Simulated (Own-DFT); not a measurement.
# Strain and stress in wurtzite GaN, 96 atoms (Ga48N48)

All numbers below are calculated, not measured. The program, named Own-DFT, is a retired in-house plane-wave density functional code that no person has reviewed. Each row is one single-point run on a periodic cell that was not relaxed, without spin or spin-orbit coupling.

Settings of every run: PBE; PseudoDojo norm-conserving scalar-relativistic files (stringent for Ga); cutoff 96 hartree; 3 x 4 x 3 k mesh centred on Gamma; Gaussian smearing of 0.01 eV.

Known limits: forces on such cells passed a denser k mesh, each cell not checked; stress not checked against mesh or cutoff.

Unstrained cell vectors in Å: (12.756, 0.000, 0.000); (-4.784, 8.285, 0.000); (0.000, 0.000, 10.370). The unstrained cell has measured lattice constants (interpolated for alloys), not those of this functional. That, the random moves and any unrelaxed bonds set the pressure at no strain. Each run strains this cell uniformly, with the atoms carried along. Every atom was also moved at random, by a Gaussian of width 0.05 Å on each axis. Strain is the symmetric tensor, in per cent. Stress is positive in tension, and the pressure is minus a third of its trace.

| run | e_xx (%) | e_yy (%) | e_zz (%) | s_xx (GPa) | s_yy (GPa) | s_zz (GPa) | P (GPa) | E (meV/atom) |
|---|---|---|---|---|---|---|---|---|
| 1 | 0.00 | 0.00 | 2.75 | -5.43 | -4.74 | 4.28 | 1.97 | 10.0 |
| 2 | 0.00 | 0.00 | -1.25 | -8.31 | -8.27 | -12.23 | 9.60 | 25.2 |
| 3 | 0.00 | 0.00 | 1.50 | -6.29 | -5.46 | -1.41 | 4.39 | 10.0 |
| 4 | 0.00 | 0.00 | 1.75 | -5.23 | -5.54 | -0.61 | 3.80 | 5.8 |
| 5 | 0.00 | 0.00 | -1.25 | -8.01 | -9.62 | -10.56 | 9.40 | 15.0 |
| 6 | 0.00 | 0.00 | 1.75 | -7.37 | -5.92 | 0.90 | 4.13 | 15.4 |
| 7 | 0.00 | 0.00 | 0.75 | -6.34 | -5.56 | -4.63 | 5.51 | 6.7 |
| 8 | 0.00 | 0.00 | 0.75 | -5.98 | -5.21 | -4.84 | 5.34 | 5.2 |
| 9 | 0.00 | 0.00 | 2.75 | -5.21 | -5.63 | 4.07 | 2.25 | 14.1 |
| 10 | 0.00 | 0.00 | -0.25 | -7.57 | -6.38 | -8.58 | 7.51 | 13.7 |
| 11 | 0.00 | 0.00 | -0.25 | -7.94 | -7.56 | -8.26 | 7.92 | 25.8 |
| 12 | 0.00 | 0.00 | 1.50 | -5.60 | -6.37 | -0.29 | 4.08 | 0.0 |
| 13 | 0.00 | 0.00 | -0.50 | ? | ? | ? | ? | ? |

E is the free energy for each atom above the lowest run shown.

## Worked fit

The change of volume is close to e_xx + e_yy + e_zz. A straight line through the runs shown gives P = 7.12 - 186 x (fractional change of volume) GPa, with an error of 5 on the slope and a scatter of 0.23 GPa. The strain isn't the same on all axes and the cell isn't cubic, so the slope belongs to this path and is not the bulk modulus.

## Withheld run

Question: what pressure should run 13 give? Its volume changes by -0.50 %.

The line gives 8.0 GPa. The calculation gave 7.94 GPa.
